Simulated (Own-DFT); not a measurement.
# Two functionals across a range of volumes: C40 NbSi2, 36 atoms (Nb12Si24)

Source: density functional calculations with Own-DFT, an unreviewed in-house program that is no longer used. Nothing was measured or relaxed, and spin and spin-orbit coupling are left out.

Known weak points: forces on such cells failed a check on a denser k mesh; stress not checked against mesh or cutoff.

Each geometry was run with PBE and with PBEsol, otherwise alike: PseudoDojo norm-conserving scalar-relativistic files made for PBE; cutoff 42 hartree; 4 x 4 x 5 k mesh centred on Gamma; cold (Marzari-Vanderbilt) smearing of 0.2 eV. Unstrained cell vectors in Å: (0.000, 8.324, 0.000); (-9.613, 0.000, 0.000); (0.000, 0.000, 6.586). Each has a uniform strain, of which the change of volume is shown, and random moves of rms u per axis.

```
run,volume change (%),u (Å),P with PBE (GPa),P with PBEsol (GPa)
1,1.40,0.0429,0.46,-3.14
2,-0.37,0.0494,3.04,-0.63
3,1.79,0.0455,-0.45,-4.02
4,0.23,0.0484,2.54,-1.11
5,2.86,0.0482,-1.77,-5.30
6,0.27,0.0451,2.47,-1.17
7,2.61,0.0508,-1.99,-5.53
8,2.05,0.0491,-0.53,-4.09
9,-1.68,0.0476,5.95,2.22
10,0.68,0.0475,1.54,-2.08
11,-1.05,0.0456,4.75,?
```

Asked: by how much does PBEsol shrink this cell, and what belongs in the blank?

## Answer

Write v for the change of volume as a fraction. Fitted to v and u², the PBE pressure has a slope of -172 ± 6 GPa in v, with the ions held to the strained lattice. The difference PBEsol less PBE is -3.65 + 4.4 v GPa (slope ± 0.1) and averages -3.61 GPa. Divided by the mean slope of the two, 169 GPa, that makes PBEsol's volume at a given pressure, near -1 GPa, about 2.1 % smaller, or 0.71 % in lengths. At one volume PBEsol's slope is the smaller by 4 GPa, but its pressure there is lower too. If stiffness rises by about 4 GPa for each GPa, PBEsol at equal pressure is stiffer by about 10 GPa. Files made for PBEsol would give a different shift.

For run 11 the line gives 1.04 GPa. The calculation gave 1.05 GPa.
